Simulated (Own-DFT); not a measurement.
# Strain and stress in wurtzite GaN, 72 atoms (Ga36N36)

Everything here is calculated. The program is Own-DFT (plane waves, in-house, since retired, never reviewed by a person); positions were held fixed, and spin and spin-orbit coupling were off.

All runs used: PBE; PseudoDojo norm-conserving scalar-relativistic files (stringent for Ga); cutoff 96 hartree; 4 x 4 x 3 k mesh centred on Gamma; Gaussian smearing of 0.01 eV.

Limits: forces not confirmed at this smearing and k mesh; stress not checked against mesh or cutoff.

Unstrained cell vectors in Å: (9.567, 0.000, 0.000); (-4.784, 8.285, 0.000); (0.000, 0.000, 10.370). The unstrained cell has measured lattice constants (interpolated for alloys), not those of this functional. That, the random moves and any unrelaxed bonds set the pressure at no strain. Each run strains this cell uniformly, with the atoms carried along. All atoms carry random offsets, Gaussian with a width of 0.05 Å per axis. Strains are tensor components in per cent; tension counts as positive stress, and P is minus the mean normal stress.

| run | e_xx (%) | e_yy (%) | e_zz (%) | e_yz (%) | e_xz (%) | e_xy (%) | s_xx (GPa) | s_yy (GPa) | s_zz (GPa) | s_yz (GPa) | s_xz (GPa) | s_xy (GPa) | P (GPa) | E (meV/atom) |
|---|---|---|---|---|---|---|---|---|---|---|---|---|---|---|
| 1 | -1.06 | 0.78 | -0.62 | -0.91 | -0.21 | -1.77 | -13.69 | -5.08 | -9.66 | -2.22 | -0.21 | -7.14 | 9.48 | 29.5 |
| 2 | 1.49 | -1.15 | 0.93 | 0.60 | -1.95 | 0.78 | -1.87 | -8.89 | -3.06 | 0.67 | -4.36 | 1.05 | 4.61 | 6.8 |
| 3 | -0.72 | 1.52 | -1.94 | -0.61 | -1.11 | 1.04 | -9.86 | -3.36 | -17.56 | -1.77 | -3.42 | 2.63 | 10.26 | 40.2 |
| 4 | 0.67 | -1.28 | -1.96 | -1.55 | 0.93 | 0.98 | -5.95 | -14.34 | -17.83 | -3.07 | 1.69 | 3.48 | 12.71 | 32.7 |
| 5 | 0.95 | -0.55 | -1.86 | 1.15 | 0.82 | -1.73 | -5.25 | -8.64 | -18.51 | 2.35 | 2.95 | -4.87 | 10.80 | 42.0 |
| 6 | 1.47 | -1.99 | 0.80 | 1.03 | 0.14 | 0.22 | -1.61 | -18.06 | -3.43 | 2.69 | 0.73 | -0.78 | 7.70 | 36.6 |
| 7 | 0.83 | 1.78 | 1.38 | -1.09 | 0.55 | 1.50 | -1.03 | 0.58 | 1.38 | -2.59 | 1.63 | 3.06 | -0.31 | 0.0 |
| 8 | 1.41 | 1.99 | -0.04 | -1.27 | -1.13 | 1.56 | -0.10 | 1.42 | -3.40 | -2.23 | -2.61 | 3.55 | 0.69 | 3.2 |
| 9 | 1.07 | -1.66 | 0.08 | -0.52 | 0.13 | -0.54 | -5.07 | -12.46 | -6.99 | -1.60 | 1.38 | -1.12 | 8.17 | 19.7 |
| 10 | -1.97 | -1.54 | -1.35 | 0.41 | -0.64 | -0.74 | -19.62 | -17.54 | -17.25 | 1.29 | -1.24 | -3.03 | 18.14 | 65.0 |
| 11 | -1.24 | -0.50 | -1.89 | 1.79 | 0.56 | -1.57 | -18.18 | -10.31 | -18.11 | 2.58 | 1.13 | -4.21 | 15.53 | 70.0 |
| 12 | -1.49 | -1.48 | 1.88 | -0.27 | 0.19 | 1.70 | -13.76 | -15.91 | -2.35 | -1.10 | -0.10 | 6.82 | 10.67 | 54.7 |
| 13 | -0.70 | 1.77 | -1.07 | 0.53 | 0.05 | 0.61 | -8.93 | -1.25 | -10.66 | 0.57 | -0.25 | 1.79 | 6.95 | 10.9 |
| 14 | 1.90 | 0.29 | 0.70 | 1.00 | 0.91 | -1.86 | 1.35 | -2.98 | -4.13 | 1.63 | 1.17 | -5.43 | 1.92 | 8.4 |
| 15 | -1.64 | -0.56 | -1.87 | -1.40 | -0.26 | 0.55 | -14.19 | -13.72 | -20.12 | -3.85 | -0.32 | 1.80 | 16.01 | 50.8 |
| 16 | 0.72 | 0.04 | 0.40 | 1.47 | 1.65 | -0.40 | ? | ? | ? | ? | ? | ? | ? | ? |

The last column gives the free energy per atom over the lowest of the runs shown.

## What the rows give

Each stress component was fitted by least squares to a constant and the strains of the runs shown, as fractions, with shears doubled. Shear strains stay in the fit of a normal stress only where such slopes are resolved. The slopes, in GPa:

```
stress  at no strain  per e_xx  per e_yy  per e_zz  scatter
  s_xx          -7.7  449 ± 34   94 ± 29   67 ± 33     1.54
  s_yy          -7.9  121 ± 35  437 ± 30   21 ± 35     1.60
  s_zz          -7.7   85 ± 28  106 ± 24  498 ± 28     1.28
```

The slope of each shear stress on twice its own strain, from a fit on all six strains: yz 101 ± 10, xz 111 ± 12, xy 166 ± 14 GPa. These are stiffnesses along x, y and z of the frame in which the cell vectors are given, with the crystal's c axis along z: C11, C12, C13 and C33. Hexagonal symmetry asks that xx and yy behave alike, which is a second check on the noise. No internal relaxation is included, and where it is allowed it would reduce some of the slopes. The table should be nearly symmetric about its diagonal, and what it lacks of that shows the noise. A ninth of the table's sum, 209 ± 4 GPa, estimates the bulk modulus near the mean pressure of these runs, 8.9 GPa, so it lies above the value at zero pressure.

## Test on the hidden row

Asked: what normal stresses and pressure should run 16 give?

From the fit: s_xx = -4.1, s_yy = -6.8, s_zz = -5.1 and P = 5.3 GPa. The calculation gave -4.28, -5.55, -4.24 and P = 4.69 GPa.
